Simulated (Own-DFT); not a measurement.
# Slab less bulk: wurtzite AlN, m plane (10-10)

Source: density functional calculations with Own-DFT, an unreviewed in-house program that is no longer used. Nothing was measured or relaxed, and spin and spin-orbit coupling are left out.

Limits (not all hold for every row): some atoms lie very close together; k mesh not checked against a denser one.

Both sets of runs: PBE; PseudoDojo norm-conserving scalar-relativistic files; cutoff 42 hartree; Gaussian smearing of 0.01 eV. The slab has 128 atoms in 16 layers, two equal faces of 62.02 Å² as cut, 15 Å of vacuum, a dipole correction along the normal and a 6 x 3 x 1 mesh. The bulk cell has 72 atoms, the same measured lattice constants and a 4 x 4 x 3 mesh. In the slab only the 32 atoms nearest the faces were moved at random; u is their rms move along one axis. Energies are counted from -174.06 eV for each atom.

| slab run | u (Å) | E (eV, cell) |
|---|---|---|
| 1 | 0.0450 | 21.161 |
| 2 | 0.0457 | 20.597 |
| 3 | 0.0490 | 21.035 |
| 4 | 0.0535 | 21.336 |
| 5 | 0.0567 | 21.118 |
| 6 | 0.0843 | 24.823 |
| 7 | 0.0859 | 25.834 |
| 8 | 0.0928 | 27.042 |
| 9 | 0.0928 | 26.769 |
| 10 | 0.0935 | 25.655 |
| 11 | 0.0967 | 26.535 |
| 12 | 0.1206 | 33.702 |

```
bulk run,u (Å),E (meV/atom)
1,0.0181,-3.57
2,0.0183,-4.22
3,0.0185,-4.05
4,0.0196,-3.22
5,0.0198,-1.47
6,0.0199,-3.23
7,0.0214,-0.58
8,0.0935,251.30
9,0.1011,379.65
10,0.1016,317.07
```

Asked: what is the energy of the unrelaxed surface?

## Solution

Take each set to u = 0 with E = a + b u². Rows are weighted down as u grows, with residuals divided by u² + 0.0006 Å². Slab: a = 18.90 ± 0.23 eV. Bulk: a = -15.6 ± 1.0 meV/atom. The excess is 18.90 - 128 x (-0.0156) = 20.90 ± 0.26 eV. Over two faces that is 169 meV/Å², or 2.70 ± 0.03 J/m². Relaxing the faces would lower the energy, and the unlike meshes and the reach from the smallest u down to zero add errors that aren't counted here.
